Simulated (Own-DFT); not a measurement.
# How strain changes the stress of beta-Si3N4, 112 atoms (N64Si48)

All numbers below are calculated, not measured. They come from Own-DFT, an in-house plane-wave density functional program, since retired, whose code no person has reviewed. Each row is one single-point run on a periodic cell that was not relaxed, without spin or spin-orbit coupling.

Settings of every run: PBE; PseudoDojo norm-conserving scalar-relativistic files; cutoff 42 hartree; 2 x 2 x 4 k mesh centred on Gamma; Fermi-Dirac smearing of 0.1 eV.

Known limits: forces on such cells moved up to 12 meV/angstrom on a denser k mesh; stress not checked against mesh or cutoff.

Unstrained cell vectors in Å: (15.212, 0.000, 0.000); (-7.606, 13.174, 0.000); (0.000, 0.000, 5.818). The unstrained cell has measured lattice constants (interpolated for alloys), not those of this functional. That, the random moves and any unrelaxed bonds set the pressure at no strain. Each run strains this cell uniformly, with the atoms carried along. Every atom was also moved at random, by a Gaussian of width 0.05 Å on each axis. Strain is the symmetric tensor, in per cent. Stress is positive in tension, and the pressure is minus a third of its trace.

| run | e_xx (%) | e_yy (%) | e_zz (%) | e_yz (%) | e_xz (%) | e_xy (%) | s_xx (GPa) | s_yy (GPa) | s_zz (GPa) | s_yz (GPa) | s_xz (GPa) | s_xy (GPa) | P (GPa) | E (meV/atom) |
|---|---|---|---|---|---|---|---|---|---|---|---|---|---|---|
| 1 | -1.38 | -0.54 | -0.69 | -1.72 | -0.19 | 0.12 | -16.11 | -12.71 | -17.62 | -5.99 | -3.35 | -1.43 | 15.48 | 37.2 |
| 2 | 0.36 | 0.01 | -0.26 | 1.56 | 0.44 | -0.50 | -6.11 | -7.31 | -10.08 | 4.72 | 0.22 | -1.15 | 7.83 | 4.8 |
| 3 | 0.40 | 1.16 | 1.53 | 1.01 | -0.59 | 0.13 | -0.50 | 0.09 | 0.50 | 3.52 | -1.16 | -0.09 | -0.03 | 0.0 |
| 4 | -1.53 | -0.22 | -0.87 | -0.21 | -1.10 | 1.38 | -15.53 | -13.20 | -18.72 | -0.36 | -3.85 | 5.75 | 15.82 | 39.8 |
| 5 | -0.68 | -0.94 | 1.36 | 0.60 | 0.27 | 0.51 | -11.30 | -10.03 | -3.61 | 2.50 | 0.67 | 2.73 | 8.31 | 6.7 |
| 6 | -0.28 | 0.45 | 0.31 | 0.69 | 0.29 | 0.95 | -6.12 | -3.24 | -12.33 | 2.27 | 1.18 | 3.54 | 7.23 | 32.4 |
| 7 | -1.82 | 1.21 | 1.69 | -1.07 | -1.74 | 0.71 | -13.23 | -3.23 | -1.80 | -4.11 | -5.50 | 2.67 | 6.09 | 37.7 |
| 8 | 0.40 | -1.87 | -1.37 | 0.15 | 0.85 | 0.28 | -7.11 | -21.00 | -22.60 | 0.83 | 2.96 | 1.96 | 16.91 | 43.1 |
| 9 | 0.88 | 0.02 | 0.14 | -0.11 | -1.83 | -0.78 | -3.12 | -4.79 | -11.74 | -0.78 | -6.02 | -4.24 | 6.55 | 37.4 |
| 10 | -0.36 | 0.94 | 1.60 | -1.92 | -1.16 | -1.24 | -8.16 | -3.56 | -0.35 | -7.72 | -4.90 | -7.74 | 4.02 | 37.6 |
| 11 | 0.72 | -1.82 | 0.88 | -0.30 | -0.72 | -0.04 | -4.31 | -16.74 | -5.73 | -1.63 | -1.21 | -1.38 | 8.93 | 23.9 |
| 12 | -0.18 | 1.42 | 0.52 | -0.49 | -0.28 | 0.21 | -4.45 | 0.21 | -7.57 | -2.54 | -0.75 | 0.51 | 3.94 | 17.6 |
| 13 | -0.39 | 0.43 | -0.86 | -1.89 | 1.80 | 1.87 | -9.91 | -7.40 | -16.70 | -7.10 | 6.05 | 8.28 | 11.34 | 47.7 |
| 14 | -0.99 | -1.42 | -0.12 | -0.66 | -0.76 | 1.35 | -13.26 | -17.68 | -13.39 | 0.52 | -4.29 | 4.98 | 14.78 | 19.2 |
| 15 | 0.68 | -1.11 | -1.36 | 0.87 | -1.90 | -0.41 | -7.17 | -14.40 | -20.42 | 4.36 | -6.80 | -1.71 | 13.99 | 41.1 |
| 16 | -1.11 | 1.26 | -1.29 | -1.74 | 1.03 | 0.48 | -12.28 | -5.30 | -19.08 | -5.69 | 4.06 | 4.60 | 12.22 | 54.1 |
| 17 | 1.05 | 0.36 | -1.42 | 0.87 | 0.81 | -1.24 | ? | ? | ? | ? | ? | ? | ? | ? |

E is the free energy for each atom above the lowest run shown.

## Worked fit

Each stress component was fitted by least squares to a constant and the strains of the runs shown, as fractions, with shears doubled. Shear strains stay in the fit of a normal stress only where such slopes are resolved. The slopes, in GPa:

| stress | at no strain | per e_xx | per e_yy | per e_zz | scatter |
|---|---|---|---|---|---|
| s_xx | -6.9 | 519 ± 37 | 127 ± 30 | 89 ± 30 | 1.19 |
| s_yy | -8.0 | 159 ± 47 | 536 ± 38 | 125 ± 38 | 1.50 |
| s_zz | -11.5 | 83 ± 45 | 69 ± 37 | 651 ± 36 | 1.44 |

Each shear stress against twice its own strain: yz 182 ± 12, xz 162 ± 14, xy 213 ± 22 GPa. These are stiffnesses along x, y and z of the frame in which the cell vectors are given, which need not be the crystal's axes. The atoms are held to the strained lattice; where symmetry lets them move under strain, relaxing them would lower some slopes. The table should be nearly symmetric about its diagonal, and what it lacks of that shows the noise. A ninth of its sum, 262 ± 9 GPa, estimates the bulk modulus near the mean pressure of these runs, 9.6 GPa, so it lies above the value at zero pressure.

## Withheld run

Question: what normal stresses and pressure should run 17 give?

The fit gives s_xx = -2.3, s_yy = -6.2, s_zz = -19.6 and P = 9.4 GPa. The calculation gave -2.75, -5.71, -18.14 and P = 8.87 GPa.
